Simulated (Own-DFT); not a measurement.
# What a defect does to the pressure of its cell: monoclinic HfO2

Calculated, not measured: single-point runs of Own-DFT, a retired in-house plane-wave DFT program that no person has reviewed, on unrelaxed cells, without spin or spin-orbit coupling.

All runs used: PBE; PseudoDojo norm-conserving scalar-relativistic files; cutoff 72 hartree; 2 x 2 x 2 k mesh centred on Gamma; Fermi-Dirac smearing of 0.1 eV.

Limits (not all hold for every row): not probed for a lower state with spin; hafnium file: forces about 75 meV/angstrom off all-electron values; oxygen file: force components 24 meV/angstrom off all-electron in a glass; forces on such cells passed a denser k mesh, each cell not checked; stress not checked against mesh or cutoff.

All runs share one cell, with vectors in Å (10.234, 0.000, 0.000); (0.000, 10.350, 0.000); (-1.696, 0.000, 10.445) and a volume of 1106.4 Å³. The atoms are randomly displaced, by u rms on each axis. The defect's site can differ from row to row.

| cell | formula | u (Å) | P (GPa) |
|---|---|---|---|
| no defect | Hf32O64 | 0.0208 | 3.94 |
| no defect | Hf32O64 | 0.0490 | 4.99 |
| no defect | Hf32O64 | 0.0499 | 6.18 |
| two O vacancies | Hf32O62 | 0.0307 | 3.65 |
| two O vacancies | Hf32O62 | 0.0480 | 5.64 |
| two O vacancies | Hf32O62 | 0.0537 | 6.05 |
| one Si on a Hf site | Hf31O64Si | 0.0296 | ? |
| one Si on a Hf site | Hf31O64Si | 0.0298 | 2.88 |
| one Si on a Hf site | Hf31O64Si | 0.0474 | 4.11 |
| one Si on a Hf site | Hf31O64Si | 0.0478 | 3.65 |

## Fit

P = P0 + c u² + a shift for each defect gives P0 = 3.33 GPa, c = 961 ± 193 GPa/Å² and a scatter of 0.47 GPa. The shifts, and each times the cell's volume:

- two O vacancies: -0.18 ± 0.39 GPa, -1.2 eV (-0.6 eV for each of its 2 sites) (not resolved)
- one Si on a Hf site: -1.52 ± 0.38 GPa, -10.5 eV

A positive shift means that the defect pushes the cell outwards. Shift times volume (160.2 GPa Å³ is 1 eV) depends little on the cell's size, so, taken for each site, it can be compared between cells at like pressure. The atoms around the defects weren't relaxed, which would change these numbers.

## The run left out

The question: what pressure belongs in the blank (one Si on a Hf site, u = 0.0296 Å)?

The fitted form gives 2.65 ± 0.57 GPa. The hidden result is 2.77 GPa.
